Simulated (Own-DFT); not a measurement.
# Which defects push the lattice out? wurtzite GaN

Source: density functional calculations with Own-DFT, an unreviewed in-house program that is no longer used. Nothing was measured or relaxed, and spin and spin-orbit coupling are left out.

Method: PBE; PseudoDojo norm-conserving scalar-relativistic files; cutoff 42 hartree; 4 x 4 x 3 k mesh centred on Gamma; Fermi-Dirac smearing of 0.1 eV.

Keep in mind (not all hold for every row): not probed for a lower state with spin; forces not confirmed at this smearing and k mesh; stress not checked against mesh or cutoff.

All runs share one cell, with vectors in Å (9.567, 0.000, 0.000); (-4.784, 8.285, 0.000); (0.000, 0.000, 10.370) and a volume of 822.0 Å³. u is the rms random offset of the atoms per axis. The defect's site can differ from row to row.

| cell | formula | u (Å) | P (GPa) |
|---|---|---|---|
| no defect | Ga36N36 | 0.0202 | 5.95 |
| no defect | Ga36N36 | 0.0204 | 5.91 |
| no defect | Ga36N36 | 0.0525 | 7.86 |
| one N on a Ga site | Ga35N37 | 0.0276 | ? |
| one N on a Ga site | Ga35N37 | 0.0294 | 5.53 |
| one N on a Ga site | Ga35N37 | 0.0444 | 6.29 |
| one N on a Ga site | Ga35N37 | 0.0539 | 6.86 |
| one Ga on an N site | Ga37N35 | 0.0322 | 12.21 |
| one Ga on an N site | Ga37N35 | 0.0322 | 12.16 |
| one Ga on an N site | Ga37N35 | 0.0482 | 13.14 |

## Analysis

P = P0 + c u² + a shift for each defect gives P0 = 5.67 GPa, c = 756 ± 35 GPa/Å² and a scatter of 0.09 GPa. The shifts, and each times the cell's volume:

- one Ga on an N site: 5.72 ± 0.07 GPa, 29.4 eV
- one N on a Ga site: -0.89 ± 0.08 GPa, -4.6 eV

A positive shift means that the defect pushes the cell outwards. Shift times volume (160.2 GPa Å³ is 1 eV) depends little on the cell's size, so, taken for each site, it can be compared between cells at like pressure. The atoms around the defects weren't relaxed, which would change these numbers.

## Prediction

Question: what pressure belongs in the blank (one N on a Ga site, u = 0.0276 Å)?

Estimate: 5.36 ± 0.11 GPa. The run itself gave 5.33 GPa.
